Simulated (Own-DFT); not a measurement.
# Computed records: SiGe3 (diamond lattice with Si and Ge gathered in clusters, atoms displaced)

A calculation, not a measurement: plane-wave density functional theory by an unreviewed code, no spin, of a simulated periodic cell, stress positive in tension, run twice, with PBE and with PBEsol, both on files made for PBE, so the change isn't that of files made for PBEsol; forces on such cells passed a denser k mesh, this cell's mesh not checked; the far tail of each file's local potential was reset to the Coulomb form; each entry is a single point on an unrelaxed cell, so the pressure reflects the starting lattice, mostly measured values (interpolated for alloys), from which strain is counted, and rises with the displacements; printed positions are rounded, which can move forces by about a meV/angstrom; the program, named Own-DFT, is a retired in-house code; no spin-orbit coupling; stress was not checked against mesh or cutoff. Program: Own-DFT development build.

```json
{"formula": "SiGe3", "kind": "diamond lattice with Si and Ge gathered in clusters, atoms displaced", "structure": {"cell_angstrom": [[11.2025, 0.0, 0.0], [0.0, 11.2025, 0.0], [0.0, 0.0, 11.2025]], "atoms_fractional": [["Ge", 0.99889, 0.00212, 0.00163], ["Ge", 0.00041, 0.24664, 0.24751], ["Ge", 0.24863, 0.00542, 0.25291], ["Ge", 0.25488, 0.25499, 0.0015], ["Ge", 0.12341, 0.12465, 0.11975], ["Ge", 0.12636, 0.37219, 0.37566], ["Ge", 0.37284, 0.12912, 0.37285], ["Ge", 0.37458, 0.37389, 0.12425], ["Ge", 0.996, 0.00407, 0.50454], ["Ge", 0.00015, 0.24963, 0.74926], ["Ge", 0.24999, 0.99682, 0.75018], ["Ge", 0.24755, 0.24976, 0.50185], ["Si", 0.12596, 0.12071, 0.62572], ["Ge", 0.12652, 0.37377, 0.87445], ["Ge", 0.3794, 0.12529, 0.87139], ["Ge", 0.37288, 0.36836, 0.62839], ["Ge", 0.00287, 0.50246, 0.99771], ["Ge", 0.99846, 0.74918, 0.2487], ["Ge", 0.24748, 0.50265, 0.24911], ["Ge", 0.24694, 0.75024, 0.00155], ["Si", 0.12651, 0.62559, 0.12528], ["Ge", 0.12522, 0.87714, 0.37182], ["Si", 0.37472, 0.62655, 0.37626], ["Ge", 0.37593, 0.87476, 0.12741], ["Si", 0.00077, 0.50274, 0.50063], ["Si", 0.00189, 0.75174, 0.7478], ["Si", 0.24984, 0.49736, 0.75013], ["Si", 0.25182, 0.74858, 0.50383], ["Si", 0.12502, 0.62275, 0.62741], ["Si", 0.12278, 0.87339, 0.87075], ["Si", 0.37434, 0.62311, 0.87274], ["Si", 0.37454, 0.87739, 0.62693], ["Ge", 0.50377, 0.99738, 0.00137], ["Ge", 0.50348, 0.24753, 0.24532], ["Ge", 0.75549, 0.99706, 0.2534], ["Ge", 0.75294, 0.25119, 0.99961], ["Ge", 0.61935, 0.12694, 0.12391], ["Ge", 0.62192, 0.37485, 0.38052], ["Ge", 0.87921, 0.12702, 0.37605], ["Ge", 0.87383, 0.37418, 0.12179], ["Ge", 0.50457, 0.99856, 0.49885], ["Ge", 0.50557, 0.24489, 0.74964], ["Ge", 0.75039, 0.99273, 0.75156], ["Ge", 0.75387, 0.24854, 0.50329], ["Ge", 0.62877, 0.12542, 0.62311], ["Ge", 0.62861, 0.37727, 0.87264], ["Ge", 0.87083, 0.12433, 0.87708], ["Si", 0.87771, 0.3731, 0.62262], ["Ge", 0.50119, 0.50341, 0.99883], ["Ge", 0.50345, 0.7504, 0.25086], ["Ge", 0.74955, 0.49935, 0.25007], ["Ge", 0.74932, 0.74852, 0.00241], ["Ge", 0.6261, 0.62909, 0.12602], ["Ge", 0.62636, 0.87537, 0.37309], ["Si", 0.87334, 0.62341, 0.37273], ["Ge", 0.87397, 0.8772, 0.12465], ["Ge", 0.50045, 0.5018, 0.50108], ["Ge", 0.49834, 0.74743, 0.74609], ["Ge", 0.74946, 0.50198, 0.75244], ["Ge", 0.74798, 0.74606, 0.49738], ["Si", 0.62599, 0.62234, 0.62379], ["Ge", 0.62449, 0.87222, 0.87408], ["Si", 0.87661, 0.62613, 0.87333], ["Si", 0.87682, 0.87708, 0.6275]]}, "settings": {"functional": "PBE, then PBEsol", "potential_files": "PseudoDojo norm-conserving, scalar-relativistic, standard set", "wave_cutoff [hartree]": 42.0, "occupations": "Fermi-Dirac", "smearing_width [eV]": 0.1, "k_mesh": "3 x 3 x 3 centred on Gamma"}, "results": {"PBE_pressure [GPa]": 3.32, "PBE_stress_xx [GPa]": -3.3, "PBE_stress_yy [GPa]": -3.31, "PBE_stress_zz [GPa]": -3.33, "PBE_stress_yz [GPa]": -0.32, "PBE_stress_xz [GPa]": 0.09, "PBE_stress_xy [GPa]": -0.33, "PBEsol_pressure [GPa]": 0.61, "PBEsol_stress_xx [GPa]": -0.6, "PBEsol_stress_yy [GPa]": -0.61, "PBEsol_stress_zz [GPa]": -0.63, "PBEsol_stress_yz [GPa]": -0.3, "PBEsol_stress_xz [GPa]": 0.08, "PBEsol_stress_xy [GPa]": -0.31, "force_element": ["Ge", "Ge", "Ge", "Ge", "Ge", "Ge", "Ge", "Ge", "Ge", "Ge", "Ge", "Ge", "Si", "Ge", "Ge", "Ge", "Ge", "Ge", "Ge", "Ge", "Si", "Ge", "Si", "Ge", "Si", "Si", "Si", "Si", "Si", "Si", "Si", "Si", "Ge", "Ge", "Ge", "Ge", "Ge", "Ge", "Ge", "Ge", "Ge", "Ge", "Ge", "Ge", "Ge", "Ge", "Ge", "Si", "Ge", "Ge", "Ge", "Ge", "Ge", "Ge", "Si", "Ge", "Ge", "Ge", "Ge", "Ge", "Si", "Ge", "Si", "Si"], "PBE_force_x [eV/angstrom]": [0.185, 0.096, 0.069, -0.458, 0.706, -0.663, 0.624, 0.582, 0.653, 0.032, -0.174, -0.109, -0.087, 0.126, -0.391, 0.301, -0.158, 0.12, 0.442, 0.202, -0.456, -0.063, -0.121, -0.285, -0.288, -0.255, 0.068, -0.09, 0.18, -0.173, -0.424, 0.091, -0.616, -0.703, -0.637, -0.855, 1.636, 0.497, -0.465, 0.507, -0.957, -0.043, 0.114, 0.065, 0.155, -0.458, 0.432, 0.125, -0.281, -0.818, 0.006, 0.63, -0.099, 0.153, 0.524, 0.251, -0.732, -0.158, 0.836, 0.626, -0.011, -0.139, 0.213, -0.081], "PBE_force_y [eV/angstrom]": [-0.714, 0.574, -0.364, -0.915, 0.284, 0.686, -0.172, 0.85, -0.64, -0.342, 0.154, -0.557, 0.391, 0.314, -0.355, 0.818, 0.236, -0.383, 0.09, -0.141, 0.059, -0.491, 0.169, 0.187, -0.161, -0.301, 0.471, 0.145, 0.171, -0.003, 0.036, -0.525, 0.016, 0.832, 0.921, -0.14, -0.686, -0.282, -0.099, 0.437, 0.181, 0.652, 0.524, 0.574, -0.715, -0.324, -0.143, 0.86, -0.093, -0.233, -0.082, 0.078, -0.695, -0.181, -0.164, -0.44, 0.094, -0.14, 0.11, 0.198, 0.234, -0.415, 0.451, -0.902], "PBE_force_z [eV/angstrom]": [-0.957, -0.075, -0.689, -0.69, 0.329, 0.041, 0.479, 0.465, 0.028, -0.315, -0.05, 0.247, 0.16, -0.191, 0.712, 0.051, 0.149, 0.051, 0.272, -0.635, -0.056, 1.057, 0.128, 0.016, -0.061, 0.022, 0.032, -0.109, -0.162, 0.511, -0.05, -0.678, -0.379, 0.941, -0.3, 0.029, -0.11, -0.547, -0.076, 0.412, 0.178, -0.064, -0.315, -0.352, 0.253, 0.471, -0.517, 0.218, -0.164, 0.354, 0.249, -0.78, 0.073, 0.238, 0.398, -0.127, 0.289, -0.013, -0.939, 0.596, 0.157, 0.124, -0.027, -0.301], "PBEsol_force_x [eV/angstrom]": [0.143, 0.094, 0.066, -0.446, 0.675, -0.605, 0.599, 0.561, 0.626, 0.034, -0.13, -0.064, -0.086, 0.087, -0.37, 0.323, -0.153, 0.115, 0.434, 0.235, -0.446, -0.09, -0.075, -0.267, -0.246, -0.254, 0.068, -0.125, 0.18, -0.122, -0.369, 0.132, -0.595, -0.691, -0.614, -0.824, 1.575, 0.481, -0.449, 0.485, -0.887, -0.048, 0.072, 0.024, 0.146, -0.438, 0.418, 0.082, -0.237, -0.751, -0.028, 0.573, -0.093, 0.15, 0.467, 0.24, -0.699, -0.116, 0.769, 0.569, -0.012, -0.13, 0.164, -0.125], "PBEsol_force_y [eV/angstrom]": [-0.654, 0.549, -0.352, -0.881, 0.276, 0.627, -0.168, 0.814, -0.604, -0.334, 0.19, -0.505, 0.385, 0.268, -0.34, 0.751, 0.156, -0.298, 0.012, -0.105, 0.058, -0.439, 0.123, 0.183, -0.197, -0.3, 0.374, 0.18, 0.164, 0.048, 0.076, -0.469, 0.021, 0.798, 0.882, -0.135, -0.66, -0.271, -0.103, 0.415, 0.208, 0.628, 0.55, 0.511, -0.689, -0.312, -0.137, 0.795, -0.124, -0.189, -0.106, 0.109, -0.668, -0.177, -0.119, -0.421, 0.017, -0.101, 0.062, 0.231, 0.228, -0.393, 0.397, -0.833], "PBEsol_force_z [eV/angstrom]": [-0.89, -0.07, -0.664, -0.666, 0.331, 0.006, 0.454, 0.441, -0.049, -0.236, -0.017, 0.198, 0.155, -0.145, 0.689, 0.012, 0.145, 0.043, 0.265, -0.581, -0.056, 0.982, 0.079, 0.014, -0.102, 0.019, 0.034, -0.14, -0.158, 0.55, -0.005, -0.621, -0.364, 0.907, -0.289, 0.023, -0.109, -0.534, -0.072, 0.395, 0.143, -0.065, -0.261, -0.372, 0.242, 0.457, -0.489, 0.252, -0.125, 0.305, 0.203, -0.716, 0.069, 0.227, 0.343, -0.115, 0.272, 0.023, -0.873, 0.542, 0.154, 0.125, 0.016, -0.338], "rms_change_of_force_components_from_PBE_to_PBEsol [eV/angstrom]": 0.037}}
```
